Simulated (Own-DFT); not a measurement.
# Which defects push the lattice out? C11b WSi2

No measurement is shown. These are fixed-geometry runs of a retired plane-wave code named Own-DFT, which no person has reviewed; spin and spin-orbit coupling are neglected.

All runs used: PBE; PseudoDojo norm-conserving scalar-relativistic files; cutoff 50 hartree; 5 x 5 x 5 k mesh centred on Gamma; cold (Marzari-Vanderbilt) smearing of 0.2 eV.

Caveats: forces on such cells failed a check on a denser k mesh; stress not checked against mesh or cutoff.

All runs share one cell, with vectors in Å (-2.148, -5.953, 3.409); (-6.444, 2.976, 1.136); (-2.553, -2.948, -6.757) and a volume of 403.2 Å³. Atoms were moved at random from their sites; u is the rms move along one axis. The defect's site can differ from row to row.

| cell | formula | u (Å) | P (GPa) |
|---|---|---|---|
| no defect | Si20W10 | 0.0183 | 4.34 |
| no defect | Si20W10 | 0.0208 | 4.50 |
| no defect | Si20W10 | 0.0498 | 5.80 |
| one Si vacancy | Si19W10 | 0.0242 | 3.32 |
| one Si vacancy | Si19W10 | 0.0511 | 4.13 |
| one Si vacancy | Si19W10 | 0.0573 | 5.30 |
| one Si on a W site | Si21W9 | 0.0277 | 6.43 |
| one Si on a W site | Si21W9 | 0.0302 | 6.07 |
| one Si on a W site | Si21W9 | 0.0485 | ? |
| one Si on a W site | Si21W9 | 0.0487 | 7.03 |
| one W on a Si site | Si19W11 | 0.0293 | 9.92 |
| one W on a Si site | Si19W11 | 0.0462 | 11.33 |
| one W on a Si site | Si19W11 | 0.0515 | 10.95 |

## Worked fit

P = P0 + c u² + a shift for each defect gives P0 = 4.19 GPa, c = 633 ± 100 GPa/Å² and a scatter of 0.32 GPa. The shifts, and each times the cell's volume:

- one W on a Si site: 5.35 ± 0.27 GPa, 13.5 eV
- one Si on a W site: 1.46 ± 0.26 GPa, 3.7 eV
- one Si vacancy: -1.31 ± 0.28 GPa, -3.3 eV

A positive shift means that the defect pushes the cell outwards. Shift times volume (160.2 GPa Å³ is 1 eV) depends little on the cell's size, so, taken for each site, it can be compared between cells at like pressure. The atoms around the defects weren't relaxed, which would change these numbers.

## Withheld run

Question: what pressure belongs in the blank (one Si on a W site, u = 0.0485 Å)?

From the fit: 7.14 ± 0.38 GPa. The calculation gave 7.78 GPa.
